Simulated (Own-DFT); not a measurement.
# Response to strain: beta-Si3N4, 112 atoms (N64Si48)

Calculated, not measured: single-point runs of Own-DFT, a retired in-house plane-wave DFT program that no person has reviewed, on unrelaxed cells, without spin or spin-orbit coupling.

All runs used: PBE; PseudoDojo norm-conserving scalar-relativistic files; cutoff 42 hartree; 2 x 2 x 4 k mesh centred on Gamma; Fermi-Dirac smearing of 0.1 eV.

Caveats (not all hold for every row): some atoms lie very close together; forces on such cells moved up to 12 meV/angstrom on a denser k mesh; stress not checked against mesh or cutoff.

Unstrained cell vectors in Å: (15.212, 0.000, 0.000); (-7.606, 13.174, 0.000); (0.000, 0.000, 5.818). The unstrained cell has measured lattice constants (interpolated for alloys), not those of this functional. That, the random moves and any unrelaxed bonds set the pressure at no strain. In each run the cell takes a homogeneous strain; fractional positions stay. Each coordinate of each atom was shifted by a normal deviate of width 0.05 Å. Strains are tensor components in per cent; tension counts as positive stress, and P is minus the mean normal stress.

```
run  e_xx (%)  e_yy (%)  e_zz (%)  e_yz (%)  e_xz (%)  e_xy (%)  s_xx (GPa)  s_yy (GPa)  s_zz (GPa)  s_yz (GPa)  s_xz (GPa)  s_xy (GPa)  P (GPa)  E (meV/atom)
  1      0.40      0.65      1.27     -0.65      0.50      0.39       -4.29       -2.09       -0.13       -0.42        2.04       -0.63     2.17          15.5
  2      0.87     -0.37      1.23     -1.61      0.00      1.17       -1.96       -6.34       -4.44       -5.68       -0.32        1.51     4.25          40.1
  3     -1.48     -1.70     -1.92     -1.61      0.86      0.22      -17.70      -25.44      -28.83       -5.91        4.71        0.91    23.99          92.2
  4     -0.76      0.57      0.59      1.22     -1.18     -1.07      -10.39       -4.21       -7.39        3.51       -5.12       -2.92     7.33          39.2
  5     -0.95     -1.94      1.40      0.40      1.10      1.31      -13.09      -16.04       -4.72        1.97        3.88        6.05    11.29          18.0
  6     -0.77      1.27      0.47     -0.08      1.52     -1.24      -11.04       -0.32       -4.56       -0.10        5.21       -5.04     5.31           0.0
  7     -0.78      0.50     -1.39     -1.93      0.23     -0.77      -12.62       -8.75      -19.25       -8.28       -0.17       -2.76    13.54          54.3
  8      0.51     -1.82      0.50      0.18      1.79      1.36       -5.15      -15.90       -9.88       -0.72        5.06        4.70    10.31          41.3
  9     -0.42      1.49      1.35     -0.29     -0.17      1.91       -4.74       -0.34        0.42       -0.34       -0.36        7.67     1.55           8.3
 10      0.66      0.10      1.60      0.86      0.53     -0.10       -1.27       -5.34        1.03        4.65        2.24       -0.67     1.86           6.9
 11     -1.54      0.21      1.60      1.35     -0.98     -1.59      -12.48       -7.39       -1.95        5.49       -4.80       -5.11     7.27          27.6
 12      0.02     -0.96      0.74      1.45     -0.26      0.13       -7.40      -13.05       -6.75        6.74       -3.07        0.93     9.07          44.4
 13     -0.27      0.56      0.40     -0.64      0.30      1.50       -6.48       -5.36       -8.95       -1.80        3.18        5.36     6.93          38.4
 14      0.22     -1.76      1.80      1.38      0.44      0.68       -5.96      -14.41       -2.10        5.95        2.08        3.84     7.49          35.5
 15      1.88     -1.47     -1.81      0.38      0.73      1.48       -2.80      -12.02      -23.09        2.60        2.40        6.78    12.64          35.2
 16     -0.53      1.19      1.52     -0.53     -0.96      0.96       -6.87       -1.51        1.27       -1.78       -2.83        4.54     2.37           8.6
 17     -1.16     -0.21     -0.35     -0.40      0.76     -1.63      -14.59      -12.34      -12.47       -2.22        3.95       -5.25    13.13          40.2
 18     -1.48      0.53     -1.54     -0.68     -0.15      1.41           ?           ?           ?           ?           ?           ?        ?             ?
```

E is the free energy for each atom above the lowest run shown.

## Working it out

Regress every stress component on the fractional strains (shears doubled) of the visible runs, with a constant. Shear strains stay in the fit of a normal stress only where such slopes are resolved. The slopes, in GPa:

```
stress,at no strain,per e_xx,per e_yy,per e_zz,scatter
s_xx,-7.5,485 ± 28,96 ± 23,131 ± 21,1.00
s_yy,-7.9,232 ± 42,526 ± 34,139 ± 32,1.49
s_zz,-10.6,83 ± 33,179 ± 27,653 ± 25,1.18
```

The slope of each shear stress on twice its own strain, from a fit on all six strains: yz 195 ± 17, xz 192 ± 22, xy 211 ± 12 GPa. These are stiffnesses along x, y and z of the frame in which the cell vectors are given, with the crystal's c axis along z: C11, C12, C13 and C33. Hexagonal symmetry asks that xx and yy behave alike, which is a second check on the noise. These are clamped-ion slopes: internal relaxation, where symmetry allows it, would soften some. Slopes across the diagonal should nearly agree, so their difference gauges the noise. A ninth of the table's sum, 281 ± 7 GPa, estimates the bulk modulus near the mean pressure of these runs, 8.3 GPa, so it lies above the value at zero pressure.

## The run left out

Asked: what normal stresses and pressure should run 18 give?

The fitted form gives s_xx = -16.1, s_yy = -10.7, s_zz = -21.0 and P = 15.9 GPa. The hidden result is -16.12, -7.93, -23.63 and P = 15.89 GPa.
